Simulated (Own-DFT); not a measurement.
HfO2 (monoclinic hafnia, atoms displaced) (calculated)

Computed with Own-DFT development build. A calculation, not a measurement: plane-wave density functional theory by an unreviewed code, no spin, of a simulated periodic cell, stress positive in tension, run twice, with PBE and with PBEsol, both on files made for PBE, so the change isn't that of files made for PBEsol, hafnium file: forces about 75 meV/angstrom off all-electron values; oxygen file: force components 24 meV/angstrom off all-electron in one glass; forces on such cells passed a denser k mesh, this cell's mesh not checked; the far tail of each file's local potential was reset to the Coulomb form; each entry is a single point on an unrelaxed cell, so the pressure reflects the starting lattice, mostly measured values (interpolated for alloys), from which strain is counted, and rises with the displacements; printed positions are rounded, which can move forces by about a meV/angstrom; the program, named Own-DFT, is a retired in-house code; no spin-orbit coupling; stress was not checked against mesh or cutoff.

```cif
# cell vector a (Å): 10.2340 0.0000 0.0000
# cell vector b (Å): 0.0000 10.3500 0.0000
# cell vector c (Å): -1.6955 0.0000 10.4453
data_HfO2
_symmetry_space_group_name_H-M 'P 1'
_symmetry_Int_Tables_number 1
_cell_length_a 10.2340
_cell_length_b 10.3500
_cell_length_c 10.5820
_cell_angle_alpha 90.000
_cell_angle_beta 99.220
_cell_angle_gamma 90.000
_cell_volume 1106.39
loop_
_atom_site_label
_atom_site_type_symbol
_atom_site_fract_x
_atom_site_fract_y
_atom_site_fract_z
_atom_site_occupancy
Hf1 Hf 0.13911 0.02180 0.10361 1
Hf2 Hf 0.36354 0.27493 0.14990 1
Hf3 Hf 0.36226 0.48306 0.39412 1
Hf4 Hf 0.13604 0.23167 0.35147 1
O1 O 0.03623 0.16653 0.17211 1
O2 O 0.46378 0.41536 0.07698 1
O3 O 0.46513 0.33304 0.32597 1
O4 O 0.03831 0.08464 0.42712 1
O5 O 0.22376 0.38038 0.24052 1
O6 O 0.27539 0.13082 0.01254 1
O7 O 0.27568 0.11667 0.26114 1
O8 O 0.22540 0.37161 0.48964 1
Hf5 Hf 0.13989 0.02081 0.60563 1
Hf6 Hf 0.36506 0.27018 0.64381 1
Hf7 Hf 0.36583 0.47590 0.89835 1
Hf8 Hf 0.13613 0.22787 0.85403 1
O9 O 0.03816 0.16371 0.67197 1
O10 O 0.46010 0.41529 0.57803 1
O11 O 0.46249 0.33427 0.82663 1
O12 O 0.03832 0.07955 0.92216 1
O13 O 0.22192 0.37766 0.73788 1
O14 O 0.27615 0.12982 0.51154 1
O15 O 0.27420 0.11906 0.76008 1
O16 O 0.22375 0.36981 0.99071 1
Hf9 Hf 0.14212 0.52218 0.10492 1
Hf10 Hf 0.36065 0.76891 0.14445 1
Hf11 Hf 0.36128 0.98244 0.39815 1
Hf12 Hf 0.13602 0.72959 0.35507 1
O17 O 0.03626 0.66705 0.17255 1
O18 O 0.46340 0.91802 0.07467 1
O19 O 0.46244 0.83312 0.32597 1
O20 O 0.03567 0.58595 0.42505 1
O21 O 0.22419 0.88051 0.24309 1
O22 O 0.27753 0.62888 0.01126 1
O23 O 0.27911 0.62260 0.25775 1
O24 O 0.22592 0.86835 0.48737 1
Hf13 Hf 0.13635 0.52112 0.60438 1
Hf14 Hf 0.36398 0.77028 0.64508 1
Hf15 Hf 0.36002 0.98299 0.89571 1
Hf16 Hf 0.13837 0.73141 0.85470 1
O25 O 0.03446 0.66419 0.67435 1
O26 O 0.46236 0.91884 0.57595 1
O27 O 0.46613 0.83689 0.82694 1
O28 O 0.03882 0.57977 0.92516 1
O29 O 0.22367 0.87776 0.74158 1
O30 O 0.27786 0.62784 0.51168 1
O31 O 0.27462 0.62210 0.76095 1
O32 O 0.22644 0.87360 0.98867 1
Hf17 Hf 0.63790 0.01875 0.10378 1
Hf18 Hf 0.85644 0.26917 0.14430 1
Hf19 Hf 0.85954 0.48097 0.39555 1
Hf20 Hf 0.63782 0.23055 0.35523 1
O33 O 0.53437 0.16549 0.17501 1
O34 O 0.96168 0.42149 0.07472 1
O35 O 0.96281 0.33335 0.32934 1
O36 O 0.53418 0.08161 0.42432 1
O37 O 0.72397 0.38238 0.23691 1
O38 O 0.77423 0.12625 0.00738 1
O39 O 0.77851 0.11819 0.25951 1
O40 O 0.72174 0.37388 0.48807 1
Hf21 Hf 0.63872 0.02020 0.60514 1
Hf22 Hf 0.86468 0.26760 0.64914 1
Hf23 Hf 0.86035 0.48079 0.89706 1
Hf24 Hf 0.63802 0.22859 0.85502 1
O41 O 0.53525 0.16506 0.67623 1
O42 O 0.96381 0.41572 0.57324 1
O43 O 0.96519 0.33600 0.82835 1
O44 O 0.53733 0.08623 0.92666 1
O45 O 0.72491 0.37828 0.74417 1
O46 O 0.77483 0.12865 0.51210 1
O47 O 0.77725 0.12545 0.76003 1
O48 O 0.71625 0.37104 0.99137 1
Hf25 Hf 0.63574 0.52164 0.10292 1
Hf26 Hf 0.86328 0.77316 0.14268 1
Hf27 Hf 0.86009 0.97789 0.39388 1
Hf28 Hf 0.63671 0.73175 0.35624 1
O49 O 0.53698 0.66261 0.17304 1
O50 O 0.95930 0.91219 0.07690 1
O51 O 0.96204 0.83425 0.32787 1
O52 O 0.53340 0.58241 0.42167 1
O53 O 0.72340 0.88088 0.24183 1
O54 O 0.77712 0.62786 0.00984 1
O55 O 0.77424 0.62238 0.25955 1
O56 O 0.72336 0.87091 0.49026 1
Hf29 Hf 0.64226 0.52175 0.60522 1
Hf30 Hf 0.86308 0.77130 0.64664 1
Hf31 Hf 0.86306 0.98121 0.89725 1
Hf32 Hf 0.63646 0.73015 0.85362 1
O57 O 0.53676 0.66560 0.67277 1
O58 O 0.96265 0.91865 0.57503 1
O59 O 0.96066 0.83508 0.82995 1
O60 O 0.53810 0.58622 0.92302 1
O61 O 0.72410 0.87839 0.74051 1
O62 O 0.77716 0.62912 0.51134 1
O63 O 0.77592 0.61814 0.76361 1
O64 O 0.72382 0.86889 0.98783 1
_calc_functional 'PBE, then PBEsol'
_calc_potential_files 'PseudoDojo norm-conserving, scalar-relativistic, standard set'
_calc_wave_cutoff 72  # hartree
_calc_occupations 'Fermi-Dirac'
_calc_smearing_width 0.1  # eV
_calc_k_mesh '2 x 2 x 2 centred on Gamma'
_calc_PBE_pressure 3.88  # GPa
_calc_PBE_stress_xx -3.42  # GPa
_calc_PBE_stress_yy -3.89  # GPa
_calc_PBE_stress_zz -4.31  # GPa
_calc_PBE_stress_yz 0.22  # GPa
_calc_PBE_stress_xz 0.02  # GPa
_calc_PBE_stress_xy 0.02  # GPa
_calc_PBEsol_pressure -2.58  # GPa
_calc_PBEsol_stress_xx 3.04  # GPa
_calc_PBEsol_stress_yy 2.52  # GPa
_calc_PBEsol_stress_zz 2.18  # GPa
_calc_PBEsol_stress_yz 0.22  # GPa
_calc_PBEsol_stress_xz 0.38  # GPa
_calc_PBEsol_stress_xy 0.02  # GPa
_calc_rms_change_of_force_components_from_PBE_to_PBEsol 0.037  # eV/angstrom
```

Force:
```tsv
force element	PBE force x (eV/Å)	PBE force y (eV/Å)	PBE force z (eV/Å)	PBEsol force x (eV/Å)	PBEsol force y (eV/Å)	PBEsol force z (eV/Å)
Hf	0.173	-0.329	0.709	0.19	-0.262	0.672
Hf	-0.32	-1.143	-0.611	-0.307	-1.067	-0.572
Hf	-0.435	-0.529	0.768	-0.433	-0.555	0.78
Hf	-0.065	-0.327	0.84	-0.066	-0.364	0.799
O	-0.532	0.178	-0.334	-0.504	0.182	-0.274
O	0.224	0.238	0.064	0.207	0.249	0.009
O	0.027	0.3	0.483	0.023	0.275	0.411
O	-0.426	-0.053	-0.649	-0.401	-0.066	-0.582
O	0.077	-0.016	-0.035	0.147	-0.019	-0.038
O	0.059	-0.105	-0.092	-0.013	-0.121	-0.094
O	-0.098	0.923	-0.233	-0.16	0.899	-0.226
O	-0.255	-0.046	-0.471	-0.186	-0.042	-0.462
Hf	0.041	-0.31	-0.584	0.04	-0.24	-0.593
Hf	-1.052	0.32	0.183	-1.029	0.369	0.2
Hf	-0.899	0.58	-0.922	-0.877	0.513	-0.869
Hf	0.615	0.77	0.059	0.607	0.708	0.03
O	-0.86	0.602	0.37	-0.832	0.599	0.412
O	1.37	0.789	-0.158	1.316	0.772	-0.202
O	0.536	-0.362	0.15	0.513	-0.361	0.105
O	-0.382	0.049	-0.049	-0.367	0.037	0.006
O	0.099	-0.089	0.228	0.156	-0.092	0.218
O	0.146	-0.153	-0.064	0.085	-0.161	-0.056
O	0.18	0.21	0.223	0.106	0.199	0.221
O	0.133	0.161	-0.026	0.196	0.167	-0.022
Hf	-0.997	-0.248	-0.481	-0.969	-0.193	-0.502
Hf	0.502	0.733	0.435	0.478	0.75	0.455
Hf	-0.226	-0.697	-0.609	-0.23	-0.726	-0.572
Hf	0.288	0.238	-0.265	0.283	0.197	-0.282
O	0.031	0.11	0.068	0.04	0.124	0.114
O	0.181	-0.307	0.436	0.173	-0.277	0.374
O	0.371	-0.072	0.143	0.361	-0.092	0.093
O	-0.332	-0.14	-0.259	-0.312	-0.148	-0.202
O	-0.183	-0.267	-0.834	-0.113	-0.263	-0.813
O	0.043	0.141	-0.12	-0.027	0.137	-0.1
O	-0.307	-0.062	0.354	-0.354	-0.059	0.338
O	-0.343	0.205	0.585	-0.268	0.202	0.565
Hf	0.578	-0.544	0.169	0.567	-0.488	0.139
Hf	-0.355	-0.003	0.216	-0.351	0.041	0.233
Hf	0.571	-0.379	0.075	0.545	-0.423	0.102
Hf	-0.093	-0.697	0.015	-0.073	-0.727	-0.016
O	-0.469	0.576	0.141	-0.449	0.58	0.181
O	0.388	-0.216	0.588	0.37	-0.196	0.523
O	-0.1	0.002	-0.132	-0.104	-0.02	-0.176
O	0.023	0.702	-0.59	0.029	0.671	-0.519
O	-0.016	-0.008	-0.33	0.045	-0.011	-0.315
O	-0.047	0.025	-0.238	-0.104	0.018	-0.232
O	0.219	-0.099	0.217	0.146	-0.085	0.208
O	-0.5	-0.283	0.175	-0.424	-0.268	0.164
Hf	-0.527	0.079	0.13	-0.515	0.125	0.097
Hf	0.863	0.835	0.138	0.826	0.861	0.163
Hf	0.406	-0.029	-0.366	0.388	-0.077	-0.328
Hf	-0.025	-0.497	-0.147	-0.034	-0.526	-0.172
O	0.304	-0.027	0.004	0.306	-0.004	0.054
O	-0.193	-0.963	0.883	-0.199	-0.92	0.799
O	-0.034	-0.099	-0.484	-0.038	-0.109	-0.518
O	0.623	0.693	-0.132	0.613	0.659	-0.076
O	-0.129	-0.723	0.474	-0.061	-0.711	0.458
O	0.403	0.414	0.49	0.327	0.399	0.478
O	-0.248	0.739	-0.101	-0.301	0.724	-0.101
O	-0.057	-0.223	0.185	0.004	-0.203	0.169
Hf	-0.211	0.029	-0.027	-0.203	0.074	-0.056
Hf	0.051	0.697	-0.504	0.044	0.713	-0.457
Hf	0.29	-0.1	0.445	0.281	-0.136	0.462
Hf	-0.135	0.378	-0.027	-0.122	0.323	-0.047
O	0.19	-0.242	-0.248	0.194	-0.217	-0.196
O	-0.163	-0.249	0.545	-0.164	-0.218	0.483
O	0.344	-0.675	-0.235	0.33	-0.683	-0.282
O	-0.606	-0.211	-0.378	-0.576	-0.223	-0.322
O	-0.074	0.115	-0.708	-0.008	0.111	-0.685
O	0.016	0.171	-0.176	-0.051	0.159	-0.165
O	0.082	-0.61	0.246	0.019	-0.582	0.239
O	0.571	-0.39	-0.208	0.618	-0.379	-0.201
Hf	0.999	0.253	0.347	0.986	0.291	0.318
Hf	-0.945	-1.49	0.746	-0.921	-1.407	0.748
Hf	0.534	0.416	0.578	0.514	0.351	0.587
Hf	-0.044	-0.37	-0.683	-0.038	-0.403	-0.697
O	-0.973	0.923	0.09	-0.942	0.91	0.128
O	1.559	1.553	-0.216	1.497	1.519	-0.263
O	0.457	-0.263	-0.086	0.436	-0.266	-0.132
O	0.556	0.298	0.29	0.543	0.278	0.328
O	-0.125	-0.328	-0.341	-0.056	-0.318	-0.327
O	-0.057	0.214	0.159	-0.116	0.2	0.151
O	0.079	0.063	0.387	0.009	0.057	0.385
O	-0.079	0.021	0.056	-0.013	0.026	0.047
Hf	-0.747	-0.649	0.09	-0.714	-0.584	0.068
Hf	0.118	0.216	0.07	0.112	0.26	0.093
Hf	-0.576	-0.287	-0.408	-0.567	-0.337	-0.37
Hf	0.376	0.117	0.172	0.372	0.072	0.148
O	-0.126	0.12	-0.259	-0.114	0.132	-0.204
O	0.061	-0.473	0.565	0.046	-0.45	0.5
O	0.844	-0.656	-0.282	0.814	-0.645	-0.326
O	-0.86	-0.568	-0.078	-0.825	-0.573	-0.023
O	-0.01	0.316	-0.318	0.052	0.304	-0.314
O	-0.2	0.117	0.175	-0.26	0.103	0.176
O	0.067	0.603	-0.708	-0.001	0.586	-0.691
O	-0.23	0.374	0.25	-0.159	0.37	0.243
```
